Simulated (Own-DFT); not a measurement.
# Across the composition range of diamond-structure SiGe

All numbers below are calculated, not measured. They come from Own-DFT, an in-house plane-wave density functional program, since retired, whose code no person has reviewed. Each row is one single-point run on a periodic cell that was not relaxed, without spin or spin-orbit coupling.

Settings of every run: PBE; PseudoDojo norm-conserving scalar-relativistic files; cutoff 42 hartree; 5 x 5 x 5 k mesh centred on Gamma; Fermi-Dirac smearing of 0.1 eV.

Known limits, some of them of some rows only: forces on such cells failed a check on a denser k mesh; forces on such cells moved up to 12 meV/angstrom on a denser k mesh; forces on such cells passed a denser k mesh, each cell not checked; stress not checked against mesh or cutoff.

Each cell has 16 atoms, with Ge and Si placed at random on their shared sites; x is the share of Ge. Lattice constants follow the straight line between measured values of the end members, and atoms start on the ideal sites of that lattice. Every atom was also moved at random, by a Gaussian of width 0.03 Å on each axis. u is the rms move along one axis. dE is the free energy for each Ge or Si site above the straight-line part, a + b x, of the fit below.

| x | cell | u (Å) | volume (Å³/atom) | P (GPa) | dE (meV/site) |
|---|---|---|---|---|---|
| 0.125 | Ge2Si14 | 0.0243 | 20.340 | 2.19 | 5.6 |
| 0.125 | Ge2Si14 | 0.0342 | 20.340 | 2.21 | 13.5 |
| 0.125 | Ge2Si14 | 0.0274 | 20.340 | 2.17 | 5.7 |
| 0.125 | Ge2Si14 | 0.0302 | 20.340 | 2.22 | 6.7 |
| 0.250 | Ge4Si12 | 0.0314 | 20.659 | ? | ? |
| 0.500 | Ge8Si8 | 0.0320 | 21.306 | 2.65 | 15.4 |
| 0.500 | Ge8Si8 | 0.0283 | 21.306 | 2.81 | 18.0 |
| 0.500 | Ge8Si8 | 0.0322 | 21.306 | 2.82 | 26.5 |
| 0.500 | Ge8Si8 | 0.0291 | 21.306 | 2.75 | 18.0 |
| 0.750 | Ge12Si4 | 0.0372 | 21.966 | 3.47 | 28.3 |
| 0.750 | Ge12Si4 | 0.0297 | 21.966 | 3.33 | 12.5 |
| 0.750 | Ge12Si4 | 0.0273 | 21.966 | 3.31 | 14.8 |
| 0.750 | Ge12Si4 | 0.0356 | 21.966 | 3.49 | 28.1 |
| 0.875 | Ge14Si2 | 0.0303 | 22.302 | 3.68 | 10.8 |
| 0.875 | Ge14Si2 | 0.0316 | 22.302 | 3.63 | 5.9 |
| 0.875 | Ge14Si2 | 0.0252 | 22.302 | 3.56 | 1.1 |
| 0.875 | Ge14Si2 | 0.0227 | 22.302 | 3.57 | 0.3 |

## Worked fit

Fit E = a + b x + W x (1 - x) + k (u² - 0.03²) to the rows shown. It gives W = 80 ± 17 meV/site and k = 23 ± 4 eV/Å², with a scatter of 3.7 meV/site. Part of W is bond strain that relaxing the atoms would remove. The pressures follow P = 2.04 + 1.08 x + 0.87 x² GPa, with a scatter of 0.08.

## Withheld member

Question: what pressure and dE should the cell at x = 0.250 give?

The fits give 2.4 GPa and 17 meV/site. The calculation gave 2.37 GPa and 23.4 meV/site.
